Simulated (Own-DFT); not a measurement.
Simulation results for AlGa3N4 (wurtzite random alloy, strained, atoms displaced)

A calculation, not a measurement: plane-wave PBEsol density functional theory by an unreviewed code, no spin, of a simulated periodic cell, stress positive in tension, free energy of the whole cell less one offset for each atom, forces on such cells passed a denser k mesh, this cell's mesh not checked; offsets are fitted by least squares, one for each functional and potential file, so energies compare only between cells with the same atoms and settings and are not formation energies; the far tail of each file's local potential was reset to the Coulomb form; each entry is a single point on an unrelaxed cell, so the pressure reflects the starting lattice, mostly measured values, from which strain is counted, and rises with the displacements; printed positions are rounded, which can move forces by about a meV/angstrom; the program is a retired in-house code; no spin-orbit coupling. Program: Own-DFT development build.

Common to all runs: functional PBEsol; potential files PseudoDojo norm-conserving, scalar-relativistic, made for PBE, standard set; wave cutoff 42 hartree; occupations Fermi-Dirac; smearing width 0.1 eV; hardware one NVIDIA H200; k mesh 4 x 4 x 3 centred on Gamma.

(1) 
```cif
# cell vector a (Å): 9.5330 0.0000 0.0000
# cell vector b (Å): -4.7665 8.2558 0.0000
# cell vector c (Å): 0.0000 0.0000 10.2685
data_AlGa3N4
_symmetry_space_group_name_H-M 'P 1'
_symmetry_Int_Tables_number 1
_cell_length_a 9.5330
_cell_length_b 9.5330
_cell_length_c 10.2685
_cell_angle_alpha 90.000
_cell_angle_beta 90.000
_cell_angle_gamma 120.000
_cell_volume 808.16
loop_
_atom_site_label
_atom_site_type_symbol
_atom_site_fract_x
_atom_site_fract_y
_atom_site_fract_z
_atom_site_occupancy
Ga1 Ga 0.10545 0.21844 0.99555 1
Al1 Al 0.22236 0.10582 0.24754 1
N1 N 0.11490 0.22223 0.18819 1
N2 N 0.22417 0.10584 0.44531 1
Ga2 Ga 0.11270 0.21333 0.50431 1
Ga3 Ga 0.22786 0.11459 0.75127 1
N3 N 0.10844 0.22639 0.69519 1
N4 N 0.22373 0.10709 0.92292 1
Ga4 Ga 0.11928 0.56070 0.99931 1
Ga5 Ga 0.22178 0.44228 0.25131 1
N5 N 0.09970 0.55230 0.18440 1
N6 N 0.22239 0.44351 0.43737 1
Al2 Al 0.10940 0.55093 0.50016 1
Ga6 Ga 0.22376 0.44761 0.74599 1
N7 N 0.11531 0.56151 0.69064 1
N8 N 0.22089 0.44240 0.92632 1
Ga7 Ga 0.11072 0.88415 0.99576 1
Al3 Al 0.22919 0.78013 0.24829 1
N9 N 0.10652 0.89699 0.18865 1
N10 N 0.22824 0.78556 0.43418 1
Ga8 Ga 0.11268 0.89496 0.49669 1
Ga9 Ga 0.21685 0.77874 0.73452 1
N11 N 0.11580 0.88543 0.68381 1
N12 N 0.22121 0.78150 0.94316 1
Al4 Al 0.44459 0.23167 0.99791 1
Ga10 Ga 0.56278 0.12252 0.25369 1
N13 N 0.44124 0.22520 0.19058 1
N14 N 0.55169 0.10282 0.44251 1
Al5 Al 0.43935 0.21179 0.49598 1
Ga11 Ga 0.54885 0.09940 0.74919 1
N15 N 0.45769 0.23534 0.68530 1
N16 N 0.54825 0.11077 0.93672 1
Ga12 Ga 0.44053 0.55448 0.99860 1
Al6 Al 0.55802 0.44408 0.24353 1
N17 N 0.43417 0.54792 0.18835 1
N18 N 0.55019 0.45144 0.43562 1
Ga13 Ga 0.44331 0.55526 0.50756 1
Ga14 Ga 0.55277 0.44445 0.75217 1
N19 N 0.45049 0.56147 0.69259 1
N20 N 0.56555 0.45219 0.92829 1
Ga15 Ga 0.43800 0.88782 0.00157 1
Ga16 Ga 0.55295 0.77940 0.24777 1
N21 N 0.45142 0.89633 0.18101 1
N22 N 0.55590 0.78311 0.44593 1
Ga17 Ga 0.43609 0.88291 0.50191 1
Ga18 Ga 0.56393 0.77912 0.74844 1
N23 N 0.43989 0.88755 0.67985 1
N24 N 0.56153 0.77601 0.94761 1
Ga19 Ga 0.77156 0.21861 0.00062 1
Al7 Al 0.88682 0.10278 0.24790 1
N25 N 0.77247 0.22306 0.19247 1
N26 N 0.87975 0.11367 0.44563 1
Ga20 Ga 0.78032 0.22375 0.48768 1
Al8 Al 0.88546 0.11519 0.75388 1
N27 N 0.78524 0.22416 0.69106 1
N28 N 0.89374 0.12116 0.94158 1
Ga21 Ga 0.78194 0.55802 0.00325 1
Ga22 Ga 0.88482 0.42809 0.25104 1
N29 N 0.77402 0.55743 0.18739 1
N30 N 0.89392 0.44898 0.43719 1
Al9 Al 0.77781 0.55223 0.50121 1
Ga23 Ga 0.88151 0.44875 0.74568 1
N31 N 0.79252 0.56494 0.67663 1
N32 N 0.88574 0.44988 0.92812 1
Ga24 Ga 0.77634 0.88636 0.99809 1
Ga25 Ga 0.88822 0.77836 0.25733 1
N33 N 0.77674 0.89016 0.19814 1
N34 N 0.88850 0.76134 0.43511 1
Ga26 Ga 0.77372 0.89274 0.48600 1
Ga27 Ga 0.88106 0.76443 0.74916 1
N35 N 0.77679 0.90083 0.68673 1
N36 N 0.89289 0.78484 0.93473 1
_calc_free_energy_of_cell_above_offsets '-4.813'  # eV
_calc_pressure 1.97  # GPa
_calc_stress_xx -0.55  # GPa
_calc_stress_yy -1.77  # GPa
_calc_stress_zz -3.58  # GPa
_calc_stress_yz -0.98  # GPa
_calc_stress_xz -0.21  # GPa
_calc_stress_xy -0.27  # GPa
_calc_wall_time 724.6  # s
```

Force:
| element | x (eV/Å) | y (eV/Å) | z (eV/Å) |
| --- | --- | --- | --- |
| Ga | 1.638 | 0.782 | 0.235 |
| Al | -0.579 | 1.132 | 0.44 |
| N | -0.595 | -1.206 | 0.397 |
| N | -0.289 | 1.351 | -2.106 |
| Ga | -1.222 | 1.099 | 0.201 |
| Ga | -0.175 | -0.116 | -3.091 |
| N | 0.334 | -1.067 | -0.754 |
| N | 0.15 | 0.915 | 4.546 |
| Ga | -1.009 | -0.964 | -0.964 |
| Ga | -0.832 | -0.11 | -0.184 |
| N | 1.401 | 0.989 | 0.925 |
| N | -0.726 | -0.125 | 1.108 |
| Al | 0.259 | 0.819 | -0.063 |
| Ga | -0.213 | 0.215 | -0.562 |
| N | -0.318 | -1.137 | -1.707 |
| N | 0.165 | 0.234 | 2.327 |
| Ga | -0.793 | 1.22 | 0.586 |
| Al | -1.033 | -0.063 | -0.399 |
| N | 1.636 | -0.975 | 0.008 |
| N | -0.791 | -2.04 | -0.617 |
| Ga | 0.036 | -2.423 | 0.417 |
| Ga | 1.655 | -0.28 | 2.132 |
| N | -2.471 | 1.496 | 0.004 |
| N | 0.844 | -0.801 | -1.452 |
| Al | 0.296 | -0.846 | -0.516 |
| Ga | -1.339 | -1.738 | -0.073 |
| N | 0.044 | 0.041 | -0.893 |
| N | -0.62 | 1.455 | -0.641 |
| Al | 0.62 | 2.045 | 0.756 |
| Ga | 0.477 | 1.821 | -0.449 |
| N | -0.463 | -1.871 | -0.961 |
| N | -0.089 | 0.313 | 0.738 |
| Ga | 0.273 | -0.4 | -0.126 |
| Al | -1.171 | 0.644 | 1.256 |
| N | 1.524 | 0.863 | -0.266 |
| N | 2.105 | -1.587 | -0.292 |
| Ga | -0.043 | 0.398 | -1.121 |
| Ga | 0.871 | 0.622 | -1.836 |
| N | -0.301 | -0.508 | -0.12 |
| N | -0.809 | -0.943 | 2.921 |
| Ga | 0.897 | 0.444 | -1.277 |
| Ga | -0.096 | -0.744 | 0.624 |
| N | -1.029 | -0.392 | 2.209 |
| N | -0.558 | -1.329 | -1.554 |
| Ga | 0.971 | 0.483 | -1.069 |
| Ga | -1.144 | 0.576 | 0.55 |
| N | 0.627 | -0.489 | 2.312 |
| N | -1.649 | 0.286 | -1.384 |
| Ga | -0.38 | 1.059 | -0.75 |
| Al | 0.014 | 1.687 | 0.485 |
| N | 1.972 | -1.841 | -0.926 |
| N | 3.33 | -0.548 | -2.843 |
| Ga | -1.784 | 0.704 | 2.789 |
| Al | 0.75 | 0.036 | -0.495 |
| N | -1.188 | -0.104 | -0.66 |
| N | -1.119 | -1.715 | -0.617 |
| Ga | 0.043 | 0.37 | -0.638 |
| Ga | -0.722 | 3.324 | 0.004 |
| N | 0.278 | -0.659 | 0.551 |
| N | -0.348 | -0.124 | 0.472 |
| Al | -0.767 | -0.472 | -1.701 |
| Ga | 1.813 | -1.16 | -0.058 |
| N | -1.936 | -1.356 | 0.435 |
| N | 0.853 | -0.458 | 1.98 |
| Ga | 0.726 | 1.012 | 0.781 |
| Ga | 0.299 | -0.52 | -1.669 |
| N | 0.129 | -0.108 | -0.981 |
| N | -0.91 | 1.719 | 1.572 |
| Ga | 1.234 | -0.838 | 2.008 |
| Ga | -0.139 | 3.142 | -0.382 |
| N | 1.564 | -0.431 | -0.016 |
| N | -0.178 | -0.806 | 0.441 |

(2) 
```cif
# cell vector a (Å): 9.3428 0.0000 0.0000
# cell vector b (Å): -4.6714 8.0911 0.0000
# cell vector c (Å): 0.0000 0.0000 10.2685
data_AlGa3N4
_symmetry_space_group_name_H-M 'P 1'
_symmetry_Int_Tables_number 1
_cell_length_a 9.3428
_cell_length_b 9.3428
_cell_length_c 10.2685
_cell_angle_alpha 90.000
_cell_angle_beta 90.000
_cell_angle_gamma 120.000
_cell_volume 776.23
loop_
_atom_site_label
_atom_site_type_symbol
_atom_site_fract_x
_atom_site_fract_y
_atom_site_fract_z
_atom_site_occupancy
Ga1 Ga 0.12020 0.22370 0.99523 1
Ga2 Ga 0.21945 0.11272 0.25805 1
N1 N 0.11302 0.22656 0.18535 1
N2 N 0.22100 0.10964 0.43818 1
Al1 Al 0.11537 0.22244 0.49634 1
Ga3 Ga 0.23598 0.12830 0.74474 1
N3 N 0.11291 0.22516 0.68557 1
N4 N 0.22150 0.11333 0.93811 1
Ga4 Ga 0.10368 0.54801 0.99531 1
Al2 Al 0.22413 0.43999 0.24610 1
N5 N 0.11084 0.56076 0.18843 1
N6 N 0.22176 0.43938 0.43405 1
Ga5 Ga 0.10136 0.54738 0.49000 1
Ga6 Ga 0.23258 0.45450 0.75407 1
N7 N 0.10725 0.55819 0.68284 1
N8 N 0.21970 0.43544 0.93686 1
Ga7 Ga 0.11488 0.89228 0.99934 1
Ga8 Ga 0.22350 0.77940 0.24900 1
N9 N 0.10387 0.88904 0.18056 1
N10 N 0.21375 0.78495 0.43758 1
Ga9 Ga 0.10722 0.89039 0.50400 1
Al3 Al 0.21634 0.76948 0.74713 1
N11 N 0.11426 0.88589 0.68511 1
N12 N 0.24039 0.78588 0.95171 1
Ga10 Ga 0.44452 0.22570 0.00922 1
Ga11 Ga 0.55247 0.09941 0.24987 1
N13 N 0.44481 0.21451 0.19163 1
N14 N 0.54178 0.11817 0.43809 1
Ga12 Ga 0.43093 0.21843 0.49676 1
Al4 Al 0.56460 0.12222 0.74171 1
N15 N 0.44280 0.21839 0.67845 1
N16 N 0.55933 0.11579 0.93779 1
Ga13 Ga 0.44761 0.55618 0.99881 1
Al5 Al 0.54451 0.43810 0.25414 1
N17 N 0.45547 0.56290 0.18611 1
N18 N 0.56467 0.44858 0.43572 1
Ga14 Ga 0.44524 0.55162 0.49797 1
Ga15 Ga 0.55899 0.44881 0.75679 1
N19 N 0.44192 0.54706 0.69090 1
N20 N 0.55376 0.45240 0.94212 1
Ga16 Ga 0.42942 0.88259 0.00742 1
Al6 Al 0.54606 0.77593 0.25463 1
N21 N 0.45058 0.89181 0.18485 1
N22 N 0.55468 0.77821 0.43800 1
Ga17 Ga 0.44863 0.89702 0.49039 1
Ga18 Ga 0.54478 0.77229 0.75301 1
N23 N 0.44319 0.88508 0.69619 1
N24 N 0.55375 0.77620 0.94727 1
Ga19 Ga 0.77272 0.21939 0.99917 1
Al7 Al 0.89958 0.10580 0.24843 1
N25 N 0.77069 0.21102 0.18064 1
N26 N 0.89400 0.11002 0.43286 1
Ga20 Ga 0.77409 0.21068 0.49138 1
Ga21 Ga 0.89465 0.11581 0.74988 1
N27 N 0.77670 0.22170 0.68383 1
N28 N 0.88198 0.10711 0.93364 1
Ga22 Ga 0.77965 0.54681 0.00710 1
Ga23 Ga 0.88833 0.44095 0.25181 1
N29 N 0.77115 0.54682 0.18655 1
N30 N 0.89656 0.45440 0.44037 1
Ga24 Ga 0.77508 0.54959 0.50543 1
Al8 Al 0.88943 0.44479 0.75445 1
N31 N 0.77935 0.55368 0.69901 1
N32 N 0.89304 0.44901 0.93657 1
Al9 Al 0.78326 0.89800 0.99798 1
Ga25 Ga 0.88509 0.77192 0.24458 1
N33 N 0.77024 0.88942 0.18833 1
N34 N 0.89775 0.78621 0.43813 1
Ga26 Ga 0.78232 0.89883 0.49715 1
Ga27 Ga 0.88894 0.78466 0.75460 1
N35 N 0.77057 0.89357 0.68753 1
N36 N 0.88316 0.77491 0.93708 1
_calc_free_energy_of_cell_above_offsets '-3.934'  # eV
_calc_pressure 10.11  # GPa
_calc_stress_xx -13.82  # GPa
_calc_stress_yy -9.98  # GPa
_calc_stress_zz -6.53  # GPa
_calc_stress_yz -0.73  # GPa
_calc_stress_xz -0.47  # GPa
_calc_stress_xy -1.13  # GPa
_calc_wall_time 715.5  # s
```

Force:
| element | x (eV/Å) | y (eV/Å) | z (eV/Å) |
| --- | --- | --- | --- |
| Ga | -2.142 | -1.201 | 0.792 |
| Ga | 0.516 | -0.917 | -1.98 |
| N | 0.105 | -0.156 | 0.27 |
| N | -1.939 | 0.258 | 0.196 |
| Al | -0.746 | 0.125 | 0.953 |
| Ga | -0.967 | -2.477 | 1.15 |
| N | 0.132 | 0.602 | -1.14 |
| N | 1.545 | -0.24 | -1.025 |
| Ga | 1.746 | 1.504 | 1.348 |
| Al | -0.451 | 1.647 | -0.112 |
| N | 1.341 | -1.593 | -0.161 |
| N | 0.05 | -0.139 | -0.667 |
| Ga | 2.972 | 2.526 | 1.754 |
| Ga | -2.02 | -1.297 | -0.944 |
| N | 0.326 | -0.859 | 0.941 |
| N | -0.342 | 1.96 | 0.219 |
| Ga | -0.49 | -0.661 | -0.854 |
| Ga | -0.879 | 0.595 | 0.124 |
| N | 0.905 | 0.554 | 1.474 |
| N | 2.283 | -1.024 | -0.642 |
| Ga | 0.355 | -0.06 | 0.219 |
| Al | 0.599 | 1.752 | 0.557 |
| N | -0.353 | 0.699 | 1.778 |
| N | -7.071 | -4.549 | -4.621 |
| Ga | 0.496 | -0.304 | -1.373 |
| Ga | -0.032 | 1.994 | 0.262 |
| N | -1.175 | 1.177 | 0.86 |
| N | 3.147 | -0.647 | -0.919 |
| Ga | 0.909 | 2.06 | 0.611 |
| Al | -0.813 | -2.189 | 1.399 |
| N | 1.535 | 1.36 | 1.115 |
| N | -1.513 | -0.35 | -1.3 |
| Ga | -1.353 | 0.899 | 0.938 |
| Al | 1.537 | 0.468 | -0.936 |
| N | -1.39 | -1.444 | 1.464 |
| N | -1.373 | -0.867 | -0.402 |
| Ga | -0.255 | 0.563 | 0.673 |
| Ga | 0.367 | -0.942 | -0.322 |
| N | 0.621 | 1.168 | -1.248 |
| N | 2.024 | -1.843 | -0.358 |
| Ga | 6.808 | 3.94 | -0.036 |
| Al | 1.693 | 0.314 | -1.027 |
| N | -0.487 | -1.886 | 1.909 |
| N | -0.086 | 0.047 | -0.625 |
| Ga | -1.126 | -1.485 | 2.189 |
| Ga | 1.235 | 0.601 | 0.796 |
| N | -1.625 | 1.372 | -1.393 |
| N | 0.352 | 1.07 | -0.997 |
| Ga | 0.733 | 0.121 | -0.318 |
| Al | -2.064 | 0.087 | -0.824 |
| N | 1.63 | 0.807 | 2.281 |
| N | 0.388 | 1.533 | -0.71 |
| Ga | -0.854 | 1.663 | 0.885 |
| Ga | -0.677 | -0.384 | -0.252 |
| N | 0.293 | 1.18 | -0.092 |
| N | 1.128 | 0.948 | 0.661 |
| Ga | -1.419 | 1.379 | -1.169 |
| Ga | -0.333 | -0.499 | -0.468 |
| N | -0.557 | -0.426 | 1.488 |
| N | -2.466 | -3.191 | -1.369 |
| Ga | 0.423 | 1.757 | 0.63 |
| Al | 0.308 | -0.302 | -1.229 |
| N | 0.16 | 0.182 | -1.08 |
| N | -0.479 | -1.367 | -0.941 |
| Al | -0.707 | -1.905 | 0.708 |
| Ga | -0.744 | 0.225 | 0.687 |
| N | 0.452 | -0.001 | -0.197 |
| N | -1.804 | -1.617 | -0.524 |
| Ga | 0.344 | -2.209 | 0.924 |
| Ga | 0.095 | -0.064 | -0.989 |
| N | 0.855 | -0.595 | -0.258 |
| N | 0.325 | 0.557 | 1.244 |

(3) 
```cif
# cell vector a (Å): 9.3428 0.0000 0.0000
# cell vector b (Å): -4.6714 8.0911 0.0000
# cell vector c (Å): 0.0000 0.0000 10.2685
data_AlGa3N4
_symmetry_space_group_name_H-M 'P 1'
_symmetry_Int_Tables_number 1
_cell_length_a 9.3428
_cell_length_b 9.3428
_cell_length_c 10.2685
_cell_angle_alpha 90.000
_cell_angle_beta 90.000
_cell_angle_gamma 120.000
_cell_volume 776.23
loop_
_atom_site_label
_atom_site_type_symbol
_atom_site_fract_x
_atom_site_fract_y
_atom_site_fract_z
_atom_site_occupancy
Ga1 Ga 0.10803 0.22683 0.99850 1
Ga2 Ga 0.22609 0.11126 0.24547 1
N1 N 0.11123 0.22059 0.18420 1
N2 N 0.21468 0.10974 0.44368 1
Ga3 Ga 0.09286 0.21415 0.49995 1
Al1 Al 0.22367 0.10867 0.75138 1
N3 N 0.10653 0.22250 0.68836 1
N4 N 0.22395 0.12332 0.93561 1
Ga4 Ga 0.10745 0.55327 0.98835 1
Ga5 Ga 0.22228 0.44811 0.25588 1
N5 N 0.10960 0.56341 0.19218 1
N6 N 0.21649 0.43112 0.44053 1
Ga6 Ga 0.11502 0.55111 0.50415 1
Ga7 Ga 0.21813 0.44712 0.74995 1
N7 N 0.10913 0.55340 0.68473 1
N8 N 0.23172 0.45384 0.93353 1
Ga8 Ga 0.11278 0.89062 0.00076 1
Ga9 Ga 0.22288 0.78120 0.24859 1
N9 N 0.12039 0.90388 0.18027 1
N10 N 0.21932 0.77368 0.43561 1
Ga10 Ga 0.12205 0.90032 0.50929 1
Ga11 Ga 0.21696 0.77425 0.74971 1
N11 N 0.10869 0.89137 0.69456 1
N12 N 0.21764 0.77830 0.93430 1
Ga12 Ga 0.45060 0.22175 0.99275 1
Ga13 Ga 0.55771 0.11791 0.25328 1
N13 N 0.44601 0.23009 0.18268 1
N14 N 0.54470 0.11510 0.43877 1
Ga14 Ga 0.44251 0.22322 0.49562 1
Al2 Al 0.55981 0.11264 0.74953 1
N15 N 0.44679 0.21740 0.69232 1
N16 N 0.56012 0.10256 0.94109 1
Ga15 Ga 0.44630 0.55923 0.99889 1
Ga16 Ga 0.55608 0.43109 0.24771 1
N17 N 0.45912 0.55827 0.19013 1
N18 N 0.55899 0.45258 0.42434 1
Al3 Al 0.45352 0.56589 0.50000 1
Ga17 Ga 0.56766 0.45477 0.75014 1
N19 N 0.44211 0.54942 0.69345 1
N20 N 0.54692 0.45022 0.94976 1
Ga18 Ga 0.44633 0.88772 0.00323 1
Ga19 Ga 0.55145 0.76967 0.24570 1
N21 N 0.45113 0.89156 0.19217 1
N22 N 0.54912 0.77302 0.43279 1
Ga20 Ga 0.43936 0.88903 0.50071 1
Ga21 Ga 0.54345 0.77134 0.74392 1
N23 N 0.44562 0.88882 0.68653 1
N24 N 0.55719 0.78154 0.93754 1
Al4 Al 0.78148 0.22700 0.98462 1
Ga22 Ga 0.89336 0.11750 0.24856 1
N25 N 0.77814 0.22632 0.19433 1
N26 N 0.88587 0.10393 0.43546 1
Al5 Al 0.77508 0.22640 0.49870 1
Ga23 Ga 0.90085 0.11912 0.74344 1
N27 N 0.78000 0.22705 0.69258 1
N28 N 0.89061 0.10775 0.93881 1
Al6 Al 0.78320 0.56188 0.00525 1
Ga24 Ga 0.88018 0.43514 0.25085 1
N29 N 0.77192 0.55325 0.18473 1
N30 N 0.87721 0.43385 0.44286 1
Ga25 Ga 0.79498 0.56754 0.49499 1
Ga26 Ga 0.88237 0.43662 0.75697 1
N31 N 0.77900 0.56033 0.69441 1
N32 N 0.88003 0.42900 0.93598 1
Al7 Al 0.78517 0.88848 0.00003 1
Ga27 Ga 0.88900 0.78083 0.25433 1
N33 N 0.78442 0.88971 0.18274 1
N34 N 0.89172 0.77763 0.44322 1
Al8 Al 0.78457 0.89093 0.49276 1
Al9 Al 0.89603 0.79036 0.75158 1
N35 N 0.77790 0.89366 0.69181 1
N36 N 0.90154 0.78060 0.93985 1
_calc_free_energy_of_cell_above_offsets '-4.018'  # eV
_calc_pressure 10.38  # GPa
_calc_stress_xx -10.4  # GPa
_calc_stress_yy -15.1  # GPa
_calc_stress_zz -5.64  # GPa
_calc_stress_yz 0.01  # GPa
_calc_stress_xz 0.41  # GPa
_calc_stress_xy 0.47  # GPa
_calc_wall_time 724.4  # s
```

Force:
| element | x (eV/Å) | y (eV/Å) | z (eV/Å) |
| --- | --- | --- | --- |
| Ga | 0.814 | 0.469 | 0.136 |
| Ga | -0.637 | 1.441 | 1.106 |
| N | 0.027 | 1.192 | 0.676 |
| N | 0.379 | 0.914 | -1.308 |
| Ga | 2.291 | 0.811 | 0.785 |
| Al | -0.255 | 1.514 | 0.173 |
| N | 3.072 | 0.652 | -0.589 |
| N | 0.911 | -1.245 | -0.648 |
| Ga | 0.342 | 0.334 | 1.972 |
| Ga | 0.728 | -0.043 | -1.22 |
| N | 0.261 | -1.409 | -1.237 |
| N | 0.754 | 1.93 | 0.414 |
| Ga | -0.877 | -0.092 | -1.466 |
| Ga | 1.166 | -0.712 | -0.188 |
| N | -0.851 | 0.247 | 1.093 |
| N | -1.538 | -0.9 | 0.429 |
| Ga | 0.619 | 1.628 | -0.604 |
| Ga | -0.051 | 0.65 | 0.003 |
| N | -0.1 | -2.51 | 1.486 |
| N | -0.597 | 0.205 | 0.791 |
| Ga | -0.109 | -1.779 | -0.704 |
| Ga | 0.453 | 0.54 | -0.13 |
| N | 0.385 | 0.347 | -0.299 |
| N | 0.944 | -0.018 | 0.402 |
| Ga | -0.8 | 0.226 | 0.374 |
| Ga | -0.255 | -0.836 | -0.715 |
| N | 0.677 | -3.105 | -0.567 |
| N | 2.891 | -0.72 | 0.093 |
| Ga | -1.476 | 1.927 | 1.375 |
| Al | -0.105 | -0.793 | 0.314 |
| N | -0.509 | 0.356 | -0.141 |
| N | -0.508 | 1.616 | -1.605 |
| Ga | -1.052 | 1.156 | 1.475 |
| Ga | -0.953 | 2.851 | -0.21 |
| N | -2.072 | -1.597 | -0.735 |
| N | -0.044 | -0.034 | 3.454 |
| Al | -0.114 | -2.395 | -0.056 |
| Ga | -1.444 | -1.859 | 1.323 |
| N | -0.237 | 0.313 | -2.284 |
| N | 4.433 | -0.616 | -2.08 |
| Ga | -0.294 | -0.738 | 0.25 |
| Ga | 0.789 | 1.519 | 0.365 |
| N | -0.871 | 0.229 | -0.419 |
| N | 1.033 | 1.417 | 1.226 |
| Ga | 0.672 | 0.039 | -0.601 |
| Ga | 1.738 | 0.807 | 1.43 |
| N | -1.255 | 0.944 | 0.143 |
| N | 1.188 | 0.195 | -0.205 |
| Al | 0.651 | -3.845 | 2.794 |
| Ga | -0.155 | -0.965 | -0.567 |
| N | 0.295 | -1.58 | -2.428 |
| N | -2.678 | 0.138 | 0.144 |
| Al | -0.156 | -2.071 | 0.823 |
| Ga | -2.538 | -1.835 | 1.904 |
| N | -0.409 | -1.69 | -1.801 |
| N | -1.187 | 0.214 | -0.324 |
| Al | -0.741 | -0.761 | -1 |
| Ga | 0.346 | 2.717 | 0.45 |
| N | 1.739 | 0.954 | 0.196 |
| N | 1.568 | 1.191 | -0.715 |
| Ga | -1.83 | -2.475 | 1.577 |
| Ga | -0.221 | 2.057 | -1.76 |
| N | 1.683 | 1.604 | -0.938 |
| N | -0.878 | 3.655 | 0.895 |
| Al | -0.745 | -0.087 | -0.571 |
| Ga | 0.858 | -0.346 | -0.781 |
| N | -0.85 | 0.348 | 0.317 |
| N | 0.08 | 2.334 | -0.809 |
| Al | -1.571 | -1.137 | 1.389 |
| Al | -1.071 | -1.478 | 0.433 |
| N | 0.563 | -0.857 | -1.61 |
| N | -2.314 | -1.154 | -0.897 |
